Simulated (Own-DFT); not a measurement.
Simulation results for GaN (wurtzite, atoms displaced)

A calculation, not a measurement: plane-wave PBE density functional theory by an unreviewed code, no spin, of a simulated periodic cell, stress positive in tension, free energy of the whole cell less one offset for each atom, forces on such cells passed a denser k mesh, this cell's mesh not checked; offsets are fitted by least squares, one for each functional and potential file, so energies compare only between cells with the same atoms and settings and are not formation energies; the far tail of each file's local potential was reset to the Coulomb form; each entry is a single point on an unrelaxed cell, so the pressure reflects the starting lattice, mostly measured values (interpolated for alloys), from which strain is counted, and rises with the displacements; printed positions are rounded, which can move forces by about a meV/angstrom; the program, named Own-DFT, is a retired in-house code; no spin-orbit coupling. Program: Own-DFT development build.

Common to all runs: functional PBE; potential files PseudoDojo norm-conserving, scalar-relativistic, standard set; wave cutoff 42 hartree; occupations Fermi-Dirac; smearing width 0.1 eV; hardware one NVIDIA H200; k mesh 3 x 4 x 3 centred on Gamma.

```json
{"entry": 1, "formula": "GaN", "kind": "wurtzite, atoms displaced", "structure": {"cell_angstrom": [[12.756, 0.0, 0.0], [-4.7835, 8.2853, 0.0], [0.0, 0.0, 10.37]], "atoms_fractional": [["Ga", 0.08636, 0.22761, 0.00131], ["Ga", 0.16784, 0.11273, 0.24869], ["N", 0.08335, 0.22273, 0.18905], ["N", 0.16833, 0.1116, 0.438], ["Ga", 0.07995, 0.22134, 0.49742], ["Ga", 0.16595, 0.11011, 0.74945], ["N", 0.08103, 0.22019, 0.68685], ["N", 0.16859, 0.11446, 0.9375], ["Ga", 0.08312, 0.55492, 0.99887], ["Ga", 0.16631, 0.44457, 0.24778], ["N", 0.08384, 0.55732, 0.18724], ["N", 0.16401, 0.44438, 0.4414], ["Ga", 0.0848, 0.56035, 0.49851], ["Ga", 0.16849, 0.44694, 0.75016], ["N", 0.082, 0.55357, 0.68815], ["N", 0.16617, 0.44517, 0.93687], ["Ga", 0.08581, 0.8861, 0.99985], ["Ga", 0.16338, 0.77618, 0.25054], ["N", 0.08363, 0.88667, 0.18878], ["N", 0.16787, 0.77861, 0.43733], ["Ga", 0.08379, 0.88947, 0.50019], ["Ga", 0.16827, 0.77765, 0.75093], ["N", 0.08443, 0.88833, 0.68978], ["N", 0.17104, 0.78076, 0.94014], ["Ga", 0.33411, 0.22121, 0.00513], ["Ga", 0.41675, 0.10989, 0.25173], ["N", 0.33086, 0.22171, 0.1897], ["N", 0.41852, 0.11543, 0.43779], ["Ga", 0.33394, 0.22171, 0.49951], ["Ga", 0.41536, 0.11016, 0.74923], ["N", 0.33117, 0.22225, 0.68867], ["N", 0.41569, 0.11683, 0.93639], ["Ga", 0.33688, 0.55455, 0.99878], ["Ga", 0.41917, 0.44418, 0.25015], ["N", 0.33423, 0.56032, 0.18755], ["N", 0.41629, 0.44782, 0.43836], ["Ga", 0.334, 0.55895, 0.50243], ["Ga", 0.41751, 0.44233, 0.74844], ["N", 0.33207, 0.55416, 0.69021], ["N", 0.41943, 0.44738, 0.93976], ["Ga", 0.33297, 0.89198, 0.0002], ["Ga", 0.41355, 0.77648, 0.25294], ["N", 0.3343, 0.8918, 0.18937], ["N", 0.41679, 0.78196, 0.43556], ["Ga", 0.33423, 0.88822, 0.50314], ["Ga", 0.41632, 0.77285, 0.74802], ["N", 0.33327, 0.88668, 0.6886], ["N", 0.41865, 0.77844, 0.94079], ["Ga", 0.58419, 0.22317, 0.99844], ["Ga", 0.66675, 0.11222, 0.25146], ["N", 0.58055, 0.22204, 0.18729], ["N", 0.66555, 0.10929, 0.43914], ["Ga", 0.5856, 0.22405, 0.50276], ["Ga", 0.66815, 0.11502, 0.75152], ["N", 0.58093, 0.22279, 0.68725], ["N", 0.66753, 0.10888, 0.93797], ["Ga", 0.58179, 0.55359, 0.00145], ["Ga", 0.66733, 0.44265, 0.25161], ["N", 0.58297, 0.55501, 0.18715], ["N", 0.66354, 0.44511, 0.43906], ["Ga", 0.58228, 0.55707, 0.49763], ["Ga", 0.66661, 0.43983, 0.75034], ["N", 0.58671, 0.55777, 0.69054], ["N", 0.66732, 0.4437, 0.93886], ["Ga", 0.58575, 0.89194, 0.99797], ["Ga", 0.6667, 0.77995, 0.2482], ["N", 0.58206, 0.88766, 0.18729], ["N", 0.66578, 0.77408, 0.43858], ["Ga", 0.58381, 0.89052, 0.50137], ["Ga", 0.66586, 0.77928, 0.75146], ["N", 0.58215, 0.89028, 0.68691], ["N", 0.66431, 0.7763, 0.935], ["Ga", 0.83433, 0.22104, 0.00018], ["Ga", 0.91843, 0.11051, 0.2503], ["N", 0.83189, 0.21947, 0.18882], ["N", 0.91347, 0.10989, 0.43746], ["Ga", 0.83063, 0.22075, 0.49716], ["Ga", 0.91964, 0.11427, 0.74892], ["N", 0.83365, 0.21772, 0.6868], ["N", 0.91729, 0.1137, 0.93582], ["Ga", 0.83088, 0.55433, 0.0011], ["Ga", 0.91722, 0.44434, 0.24939], ["N", 0.83374, 0.5565, 0.18713], ["N", 0.91803, 0.44496, 0.43817], ["Ga", 0.83363, 0.55238, 0.50018], ["Ga", 0.91652, 0.44505, 0.74604], ["N", 0.83374, 0.55688, 0.68839], ["N", 0.91586, 0.44071, 0.93959], ["Ga", 0.82932, 0.88442, 0.99959], ["Ga", 0.91206, 0.77744, 0.24827], ["N", 0.83347, 0.88838, 0.18521], ["N", 0.91613, 0.77437, 0.43365], ["Ga", 0.83142, 0.88763, 0.50139], ["Ga", 0.91805, 0.77797, 0.75189], ["N", 0.83149, 0.88657, 0.68796], ["N", 0.91339, 0.77414, 0.94197]]}, "results": {"free_energy_of_cell_above_offsets [eV]": "18.879", "pressure [GPa]": 5.86, "stress_xx [GPa]": -5.63, "stress_yy [GPa]": -5.43, "stress_zz [GPa]": -6.52, "stress_yz [GPa]": -0.03, "stress_xz [GPa]": 0.23, "stress_xy [GPa]": -0.14, "force_element": ["Ga", "Ga", "N", "N", "Ga", "Ga", "N", "N", "Ga", "Ga", "N", "N", "Ga", "Ga", "N", "N", "Ga", "Ga", "N", "N", "Ga", "Ga", "N", "N", "Ga", "Ga", "N", "N", "Ga", "Ga", "N", "N", "Ga", "Ga", "N", "N", "Ga", "Ga", "N", "N", "Ga", "Ga", "N", "N", "Ga", "Ga", "N", "N", "Ga", "Ga", "N", "N", "Ga", "Ga", "N", "N", "Ga", "Ga", "N", "N", "Ga", "Ga", "N", "N", "Ga", "Ga", "N", "N", "Ga", "Ga", "N", "N", "Ga", "Ga", "N", "N", "Ga", "Ga", "N", "N", "Ga", "Ga", "N", "N", "Ga", "Ga", "N", "N", "Ga", "Ga", "N", "N", "Ga", "Ga", "N", "N"], "force_x [eV/angstrom]": [-0.237, -0.276, 0.085, -0.506, 0.471, -0.262, 0.643, -0.07, -0.077, 0.202, -0.013, 0.501, 0.018, -0.484, 0.212, 0.482, -0.908, 0.66, -0.659, -0.05, -0.197, -0.206, -0.07, -0.507, -0.538, -0.294, 0.685, 0.251, -0.241, -0.267, 0.434, 0.812, -0.789, -0.815, 0.253, -0.032, -0.245, 0.179, 0.463, -0.126, 1.055, 0.339, -0.364, 0.336, -0.365, -0.086, 0.083, -0.457, -0.082, -0.268, 0.574, -0.213, -0.474, 0.066, 0.511, -0.366, 0.401, -0.25, 0.404, 0.834, 0.082, -0.34, -0.416, -0.303, -0.32, -0.08, -0.063, -0.355, 0.131, 0.169, 0.143, 0.237, -0.064, -0.496, 0.197, 0.281, 0.43, -0.269, -0.689, 0.424, 0.644, -0.115, -0.077, -0.199, -0.512, 0.101, 0.054, -0.277, 0.221, 1.01, -0.483, -0.199, 0.435, -0.448, 0.367, 0.623], "force_y [eV/angstrom]": [-0.807, -0.626, 0.031, 0.002, 0.0, 0.251, 0.502, -0.419, 0.097, 0.343, -0.362, 0.208, -0.47, -0.756, 0.508, 0.328, 0.534, 0.364, 0.388, 0.282, -0.121, -0.246, -0.13, -0.651, 0.504, 0.131, 0.234, -0.535, 0.399, 0.036, -0.149, -0.592, 0.48, 0.278, -0.913, -0.316, -0.317, 0.311, -0.082, -0.845, 0.094, 0.456, -0.371, -0.386, 0.535, 0.703, 0.149, 0.137, -0.321, -0.407, 0.026, 0.34, -0.088, -0.456, -0.338, 0.708, 0.324, 0.203, 0.138, -0.174, -0.261, 0.911, -0.418, -0.052, -0.62, -0.219, 0.328, 0.814, -0.471, -0.098, 0.065, -0.049, -0.02, -0.111, 0.284, -0.213, 0.231, -0.753, 0.667, -0.546, -0.254, -0.02, -0.399, -0.237, 0.449, -0.463, -0.299, 0.609, 0.79, -0.024, 0.269, 0.367, -0.252, 0.057, 0.332, 0.459], "force_z [eV/angstrom]": [-0.443, 0.306, -0.047, -0.016, 0.306, 0.127, -0.097, 0.364, 0.008, 0.541, 0.039, -0.608, 0.311, -0.186, -0.016, 0.245, 0.113, -0.12, -0.15, 0.314, -0.235, -0.019, -0.137, -0.502, -0.746, -0.106, 0.186, 0.5, 0.057, 0.033, -0.273, 0.166, 0.237, -0.001, 0.145, 0.096, -0.532, 0.355, -0.305, -0.393, 0.237, -0.98, -0.11, 1.023, -0.656, 0.873, 0.198, -0.62, 0.177, -0.449, 0.058, -0.128, -0.644, -0.363, 0.425, -0.019, -0.388, -0.264, 0.356, 0.003, 0.806, 0.06, -0.436, -0.167, 0.45, 0.204, 0.218, -0.341, -0.357, -0.59, 0.312, 0.779, 0.02, -0.211, 0.099, -0.067, 0.389, 0.161, -0.17, 0.547, -0.19, -0.155, 0.384, -0.086, -0.22, 0.645, -0.064, -0.443, -0.53, -0.091, 0.331, 0.856, -0.207, 0.036, 0.269, -0.489], "wall_time [s]": 1105.0}}
{"entry": 2, "formula": "GaN", "kind": "wurtzite, atoms displaced", "structure": {"cell_angstrom": [[12.756, 0.0, 0.0], [-4.7835, 8.2853, 0.0], [0.0, 0.0, 10.37]], "atoms_fractional": [["Ga", 0.08303, 0.22215, 0.99812], ["Ga", 0.16707, 0.11228, 0.24855], ["N", 0.0829, 0.22019, 0.18923], ["N", 0.16692, 0.11215, 0.43608], ["Ga", 0.08318, 0.22162, 0.49953], ["Ga", 0.16311, 0.1082, 0.74831], ["N", 0.08198, 0.22005, 0.68787], ["N", 0.16485, 0.1094, 0.93705], ["Ga", 0.08088, 0.55471, 0.00258], ["Ga", 0.16738, 0.44427, 0.25281], ["N", 0.08459, 0.55664, 0.18722], ["N", 0.1611, 0.44142, 0.4347], ["Ga", 0.0831, 0.55738, 0.49995], ["Ga", 0.16679, 0.44441, 0.74975], ["N", 0.08176, 0.55297, 0.68742], ["N", 0.16664, 0.44572, 0.93634], ["Ga", 0.08549, 0.89055, 0.00233], ["Ga", 0.16754, 0.7767, 0.24842], ["N", 0.0819, 0.88827, 0.18868], ["N", 0.1643, 0.77635, 0.44113], ["Ga", 0.08611, 0.89101, 0.50087], ["Ga", 0.16947, 0.78171, 0.75398], ["N", 0.08448, 0.88921, 0.68648], ["N", 0.17041, 0.77872, 0.93887], ["Ga", 0.33366, 0.21935, 0.00103], ["Ga", 0.41859, 0.1118, 0.24986], ["N", 0.3337, 0.22387, 0.19095], ["N", 0.41553, 0.1097, 0.43846], ["Ga", 0.33497, 0.22582, 0.50003], ["Ga", 0.41715, 0.11179, 0.75158], ["N", 0.33436, 0.22458, 0.68491], ["N", 0.41599, 0.11006, 0.93799], ["Ga", 0.335, 0.55712, 1e-05], ["Ga", 0.41755, 0.44788, 0.24725], ["N", 0.33337, 0.55615, 0.18922], ["N", 0.41747, 0.44426, 0.43905], ["Ga", 0.33362, 0.55426, 0.50092], ["Ga", 0.41462, 0.4416, 0.75179], ["N", 0.33317, 0.55591, 0.68844], ["N", 0.41847, 0.44374, 0.93646], ["Ga", 0.32899, 0.88352, 0.9987], ["Ga", 0.41284, 0.77611, 0.2501], ["N", 0.33287, 0.88809, 0.18433], ["N", 0.41793, 0.78038, 0.43715], ["Ga", 0.33178, 0.88653, 0.50069], ["Ga", 0.41556, 0.77921, 0.75147], ["N", 0.33273, 0.88798, 0.68846], ["N", 0.41785, 0.77957, 0.93941], ["Ga", 0.58571, 0.22622, 0.99956], ["Ga", 0.66387, 0.10901, 0.24892], ["N", 0.58429, 0.21982, 0.19052], ["N", 0.66757, 0.11071, 0.43903], ["Ga", 0.57981, 0.21882, 0.49951], ["Ga", 0.66913, 0.11256, 0.7517], ["N", 0.58543, 0.22229, 0.68689], ["N", 0.6661, 0.11391, 0.93868], ["Ga", 0.58514, 0.5562, 0.00276], ["Ga", 0.66709, 0.44441, 0.24897], ["N", 0.58205, 0.55472, 0.18576], ["N", 0.6663, 0.44528, 0.44149], ["Ga", 0.58196, 0.55236, 0.50291], ["Ga", 0.66564, 0.44592, 0.75303], ["N", 0.58357, 0.55808, 0.68653], ["N", 0.66612, 0.44309, 0.93825], ["Ga", 0.5853, 0.88868, 0.00332], ["Ga", 0.66682, 0.77592, 0.25069], ["N", 0.58158, 0.88737, 0.188], ["N", 0.67133, 0.7784, 0.43844], ["Ga", 0.58436, 0.8917, 0.50014], ["Ga", 0.66953, 0.78029, 0.7491], ["N", 0.58451, 0.88655, 0.69072], ["N", 0.66781, 0.77768, 0.93527], ["Ga", 0.8324, 0.22033, 0.99983], ["Ga", 0.9165, 0.10861, 0.24933], ["N", 0.83269, 0.22404, 0.18609], ["N", 0.91808, 0.11274, 0.43318], ["Ga", 0.83627, 0.22315, 0.49818], ["Ga", 0.91625, 0.11162, 0.74816], ["N", 0.83203, 0.22194, 0.69], ["N", 0.91734, 0.1147, 0.93951], ["Ga", 0.83393, 0.55726, 0.99791], ["Ga", 0.9184, 0.44422, 0.24829], ["N", 0.83287, 0.55379, 0.18413], ["N", 0.91619, 0.44758, 0.43921], ["Ga", 0.83288, 0.55732, 0.50239], ["Ga", 0.91444, 0.44392, 0.75332], ["N", 0.83398, 0.55626, 0.68652], ["N", 0.91588, 0.44356, 0.93554], ["Ga", 0.83421, 0.88909, 0.9997], ["Ga", 0.91473, 0.77551, 0.2501], ["N", 0.83124, 0.88847, 0.18891], ["N", 0.91786, 0.78181, 0.43793], ["Ga", 0.83251, 0.8885, 0.49914], ["Ga", 0.91662, 0.78032, 0.75088], ["N", 0.83585, 0.89509, 0.68946], ["N", 0.91709, 0.77578, 0.9377]]}, "results": {"free_energy_of_cell_above_offsets [eV]": "18.820", "pressure [GPa]": 5.87, "stress_xx [GPa]": -5.4, "stress_yy [GPa]": -5.12, "stress_zz [GPa]": -7.1, "stress_yz [GPa]": -0.06, "stress_xz [GPa]": -0.02, "stress_xy [GPa]": 0.03, "force_element": ["Ga", "Ga", "N", "N", "Ga", "Ga", "N", "N", "Ga", "Ga", "N", "N", "Ga", "Ga", "N", "N", "Ga", "Ga", "N", "N", "Ga", "Ga", "N", "N", "Ga", "Ga", "N", "N", "Ga", "Ga", "N", "N", "Ga", "Ga", "N", "N", "Ga", "Ga", "N", "N", "Ga", "Ga", "N", "N", "Ga", "Ga", "N", "N", "Ga", "Ga", "N", "N", "Ga", "Ga", "N", "N", "Ga", "Ga", "N", "N", "Ga", "Ga", "N", "N", "Ga", "Ga", "N", "N", "Ga", "Ga", "N", "N", "Ga", "Ga", "N", "N", "Ga", "Ga", "N", "N", "Ga", "Ga", "N", "N", "Ga", "Ga", "N", "N", "Ga", "Ga", "N", "N", "Ga", "Ga", "N", "N"], "force_x [eV/angstrom]": [0.065, 0.009, -0.092, 0.226, -0.029, 0.591, 0.022, 0.329, 0.4, -0.156, 0.056, 0.843, -0.205, -0.261, -0.012, 0.117, -0.197, -0.391, 0.285, 0.55, -0.548, -0.361, -0.111, -1.324, -0.347, -0.401, 0.289, -0.17, -0.156, 0.108, -0.159, 0.232, -0.137, 0.017, -0.148, -0.24, -0.401, 0.214, 0.017, -0.228, 1.192, 0.493, -0.166, -0.092, -0.044, 0.646, 0.067, 0.113, -0.314, 0.843, -0.588, -0.119, 0.64, -0.481, -0.436, 0.314, -0.269, 0.055, 0.361, 0.084, 0.117, 0.173, 0.047, 0.001, -0.283, -0.37, 0.155, -1.195, 0.424, -0.228, -0.566, 0.048, -0.191, -0.352, 0.234, -0.092, -0.472, -0.114, 0.434, 0.163, 0.128, -0.43, -0.019, 0.137, 0.062, 0.42, -0.392, -0.038, -0.06, 0.067, 0.373, 0.239, 0.496, 0.297, 0.159, 0.034], "force_y [eV/angstrom]": [0.297, -0.227, 0.399, 0.077, -0.11, 0.408, 0.329, 0.185, -0.108, -0.333, -0.192, 0.517, -0.394, -0.002, 0.488, 0.005, -0.295, 0.341, -0.065, 0.288, 0.014, -0.857, -0.211, -0.526, 0.318, -0.213, -0.105, -0.15, -0.585, 0.158, -0.546, -0.061, -0.26, -0.393, -0.112, 0.363, 0.138, 0.549, -0.015, -0.045, 0.945, 0.328, 0.231, -0.473, 0.177, -0.149, 0.352, -0.141, -0.781, 0.016, 0.544, 0.247, 0.412, -0.44, 0.019, -0.449, 0.083, -0.066, 0.067, -0.321, 0.576, -0.119, -0.278, 0.505, 0.158, 0.19, -0.226, -0.426, -0.429, -0.322, 0.418, 0.01, 0.336, 0.439, -0.42, -0.26, 0.163, 0.54, 0.197, -0.623, -0.413, -0.003, 0.167, -0.239, 0.072, 0.149, 0.219, 0.146, 0.144, 0.098, -0.214, -0.361, 0.545, -0.24, -0.735, 0.567], "force_z [eV/angstrom]": [0.364, 0.232, -0.473, 0.348, -0.153, 0.013, -0.112, 0.081, -0.765, -0.863, 0.284, 0.986, 0.271, -0.2, 0.408, 0.523, -0.309, 0.48, 0.079, -0.807, -0.403, -0.811, 0.531, 0.085, -0.086, 0.008, -0.454, -0.119, -0.389, -0.488, 0.698, 0.294, -0.233, 0.597, -0.219, -0.523, -0.254, -0.467, 0.025, 0.73, 0.127, -0.105, 0.636, 0.253, -0.071, -0.1, 0.065, 0.007, 0.258, 0.391, -0.518, -0.245, 0.071, -0.285, 0.457, 0.191, -0.958, 0.528, 0.619, -0.723, -0.481, -0.923, 0.799, 0.206, -0.74, 0.114, 0.429, 0.001, 0.19, -0.096, -0.334, 0.655, -0.029, -0.445, 0.407, 0.905, 0.216, 0.512, -0.482, -0.353, -0.005, 0.409, 0.498, -0.405, -0.519, -1.036, 0.869, 0.925, -0.026, 0.022, -0.372, 0.134, 0.143, -0.43, -0.392, 0.124], "wall_time [s]": 1122.0}}
{"entry": 3, "formula": "GaN", "kind": "wurtzite, atoms displaced", "structure": {"cell_angstrom": [[12.756, 0.0, 0.0], [-4.7835, 8.2853, 0.0], [0.0, 0.0, 10.37]], "atoms_fractional": [["Ga", 0.08401, 0.22225, 0.99986], ["Ga", 0.16839, 0.11396, 0.24974], ["N", 0.081, 0.2187, 0.18987], ["N", 0.16601, 0.11291, 0.43919], ["Ga", 0.08232, 0.22705, 0.49945], ["Ga", 0.16515, 0.11161, 0.75002], ["N", 0.08544, 0.22379, 0.69378], ["N", 0.16654, 0.11431, 0.93623], ["Ga", 0.08345, 0.55471, 0.00171], ["Ga", 0.16417, 0.44217, 0.24968], ["N", 0.08364, 0.55539, 0.18932], ["N", 0.16446, 0.44365, 0.44069], ["Ga", 0.08436, 0.55726, 0.50123], ["Ga", 0.16684, 0.44688, 0.75201], ["N", 0.08408, 0.55316, 0.68521], ["N", 0.16622, 0.44207, 0.93809], ["Ga", 0.08192, 0.88573, 0.99967], ["Ga", 0.16852, 0.78154, 0.25015], ["N", 0.08571, 0.89072, 0.18982], ["N", 0.16752, 0.7809, 0.43663], ["Ga", 0.08057, 0.88621, 0.50142], ["Ga", 0.16624, 0.77892, 0.74932], ["N", 0.08176, 0.88844, 0.69291], ["N", 0.16857, 0.77648, 0.93732], ["Ga", 0.33179, 0.22027, 0.99741], ["Ga", 0.41775, 0.11156, 0.25144], ["N", 0.32923, 0.2193, 0.19221], ["N", 0.41804, 0.1129, 0.4374], ["Ga", 0.33318, 0.2239, 0.49634], ["Ga", 0.41742, 0.11648, 0.75215], ["N", 0.33397, 0.21911, 0.68943], ["N", 0.41732, 0.11046, 0.93909], ["Ga", 0.33163, 0.55573, 0.99754], ["Ga", 0.41805, 0.44914, 0.25032], ["N", 0.33192, 0.55577, 0.18798], ["N", 0.41561, 0.44479, 0.43847], ["Ga", 0.33395, 0.55828, 0.49967], ["Ga", 0.41842, 0.44597, 0.75193], ["N", 0.33559, 0.55818, 0.69018], ["N", 0.41609, 0.44309, 0.93902], ["Ga", 0.33158, 0.88566, 0.99932], ["Ga", 0.41817, 0.78035, 0.24997], ["N", 0.33439, 0.8913, 0.19068], ["N", 0.41878, 0.77788, 0.4392], ["Ga", 0.3341, 0.89055, 0.49706], ["Ga", 0.4171, 0.77848, 0.74529], ["N", 0.33633, 0.89141, 0.68784], ["N", 0.41645, 0.77575, 0.93723], ["Ga", 0.58532, 0.22231, 0.99813], ["Ga", 0.66976, 0.11519, 0.24916], ["N", 0.58632, 0.22507, 0.18925], ["N", 0.66457, 0.11126, 0.43824], ["Ga", 0.5827, 0.22138, 0.50277], ["Ga", 0.66717, 0.11146, 0.75167], ["N", 0.5848, 0.21883, 0.69175], ["N", 0.66832, 0.1073, 0.94311], ["Ga", 0.58273, 0.55652, 0.9997], ["Ga", 0.66594, 0.44777, 0.24639], ["N", 0.58196, 0.55258, 0.18543], ["N", 0.66593, 0.44345, 0.43782], ["Ga", 0.58532, 0.55711, 0.50057], ["Ga", 0.66653, 0.44434, 0.75348], ["N", 0.58467, 0.55642, 0.68976], ["N", 0.66638, 0.4483, 0.93946], ["Ga", 0.58143, 0.88594, 0.9994], ["Ga", 0.66754, 0.77752, 0.25028], ["N", 0.57969, 0.88711, 0.18825], ["N", 0.67016, 0.77931, 0.43633], ["Ga", 0.5856, 0.88821, 0.49935], ["Ga", 0.67055, 0.78137, 0.74992], ["N", 0.58342, 0.89244, 0.68897], ["N", 0.66581, 0.77571, 0.93954], ["Ga", 0.833, 0.22026, 0.00412], ["Ga", 0.91751, 0.11115, 0.25178], ["N", 0.83161, 0.22433, 0.18601], ["N", 0.91764, 0.11033, 0.44024], ["Ga", 0.83167, 0.21929, 0.4991], ["Ga", 0.91799, 0.11273, 0.74776], ["N", 0.83413, 0.22506, 0.69031], ["N", 0.91545, 0.11074, 0.94028], ["Ga", 0.83283, 0.55527, 0.00116], ["Ga", 0.91666, 0.44237, 0.25022], ["N", 0.83327, 0.5528, 0.18934], ["N", 0.91571, 0.44418, 0.44006], ["Ga", 0.83331, 0.55247, 0.50089], ["Ga", 0.91563, 0.44671, 0.74978], ["N", 0.82959, 0.54787, 0.68793], ["N", 0.91767, 0.44456, 0.93864], ["Ga", 0.83177, 0.8883, 0.99836], ["Ga", 0.91819, 0.78064, 0.25106], ["N", 0.83279, 0.88908, 0.18892], ["N", 0.91659, 0.77985, 0.4393], ["Ga", 0.83265, 0.89151, 0.49987], ["Ga", 0.91934, 0.77944, 0.74908], ["N", 0.83691, 0.89147, 0.68637], ["N", 0.91739, 0.78212, 0.93798]]}, "results": {"free_energy_of_cell_above_offsets [eV]": "18.839", "pressure [GPa]": 5.88, "stress_xx [GPa]": -6.49, "stress_yy [GPa]": -5.33, "stress_zz [GPa]": -5.82, "stress_yz [GPa]": 0.23, "stress_xz [GPa]": -0.08, "stress_xy [GPa]": -0.11, "force_element": ["Ga", "Ga", "N", "N", "Ga", "Ga", "N", "N", "Ga", "Ga", "N", "N", "Ga", "Ga", "N", "N", "Ga", "Ga", "N", "N", "Ga", "Ga", "N", "N", "Ga", "Ga", "N", "N", "Ga", "Ga", "N", "N", "Ga", "Ga", "N", "N", "Ga", "Ga", "N", "N", "Ga", "Ga", "N", "N", "Ga", "Ga", "N", "N", "Ga", "Ga", "N", "N", "Ga", "Ga", "N", "N", "Ga", "Ga", "N", "N", "Ga", "Ga", "N", "N", "Ga", "Ga", "N", "N", "Ga", "Ga", "N", "N", "Ga", "Ga", "N", "N", "Ga", "Ga", "N", "N", "Ga", "Ga", "N", "N", "Ga", "Ga", "N", "N", "Ga", "Ga", "N", "N", "Ga", "Ga", "N", "N"], "force_x [eV/angstrom]": [-0.393, -0.432, 0.051, -0.188, 0.776, 0.592, -0.418, 0.273, 0.005, 0.382, -0.14, 0.301, -0.261, 0.399, -0.544, -0.32, 0.23, 0.028, -0.425, -0.047, 0.25, 0.7, 0.51, -0.638, 0.155, -0.006, 0.989, -0.113, 0.054, 0.608, -0.699, -0.039, 0.381, -0.273, -0.051, 0.306, -0.038, -0.197, -0.164, -0.062, 0.528, -0.395, 0.048, -0.244, 0.115, -0.058, -0.687, -0.224, -0.153, -0.659, -0.441, 0.53, -0.035, 0.408, -0.64, -0.5, -0.227, 0.529, -0.245, 0.023, -0.139, -0.09, 0.014, 0.425, 0.001, -0.432, 0.997, -0.515, -0.304, -0.432, 0.814, -0.026, 0.162, -0.457, 0.976, -0.512, -0.167, -0.202, 0.137, 0.243, 0.23, -0.134, -0.112, 0.485, -0.581, 0.697, -0.048, -0.268, 0.087, 0.109, 0.102, -0.066, 0.664, -0.703, -0.282, 0.107], "force_y [eV/angstrom]": [-0.262, -0.494, 0.432, -0.24, -0.603, 0.132, 0.194, -0.763, -0.076, 0.179, 0.182, 0.564, 0.063, -0.117, 0.555, 0.315, 0.61, -0.401, -0.125, -0.317, 0.692, -0.155, 0.104, -0.094, 0.091, 0.454, 0.832, -0.04, -0.299, -0.851, 0.717, -0.016, -0.126, -0.697, 0.048, 0.484, -0.399, -0.28, -0.521, 0.127, 0.451, -0.476, -0.241, 0.161, 0.055, 0.209, 0.0, 0.201, -0.056, -0.653, -0.203, -0.145, 0.241, -0.034, 0.665, 0.363, -0.231, -0.488, 0.705, 0.124, -0.311, -0.239, 0.189, -0.485, -0.043, -0.026, 0.424, -0.242, 0.21, -0.15, -0.412, 0.281, 0.314, -0.093, -0.308, 0.315, 0.367, 0.216, -0.413, 0.037, 0.238, 0.446, 0.691, -0.2, 0.317, -0.316, 1.261, -0.003, 0.273, -0.411, 0.029, -0.457, -0.344, -0.778, -0.201, -0.721], "force_z [eV/angstrom]": [0.106, 0.449, -0.268, 0.198, 0.709, -0.089, -0.975, 0.465, -0.189, 0.182, 0.037, -0.497, -0.534, -0.281, 0.751, 0.261, 0.092, -0.085, -0.398, 0.463, -0.06, -0.191, -0.782, 0.125, 0.737, -0.451, -0.78, 0.313, 0.587, -0.22, -0.435, 0.212, 0.372, -0.196, 0.003, 0.058, 0.243, -0.339, -0.334, 0.076, 0.235, 0.099, -0.446, -0.138, 0.488, 0.646, -0.134, -0.204, 0.465, 0.129, -0.36, -0.058, -0.107, 0.351, -0.124, -0.629, -0.117, 0.646, 0.405, -0.022, 0.005, -0.429, -0.131, 0.081, 0.22, -0.493, 0.073, 0.318, 0.109, 0.019, -0.212, -0.343, -1.008, -0.285, 1.007, -0.283, 0.403, 0.648, -0.386, -0.344, -0.101, 0.237, -0.037, -0.313, -0.313, 0.206, 0.17, 0.072, 0.362, -0.144, -0.121, 0.101, 0.002, 0.172, 0.291, -0.015], "wall_time [s]": 1106.0}}
```
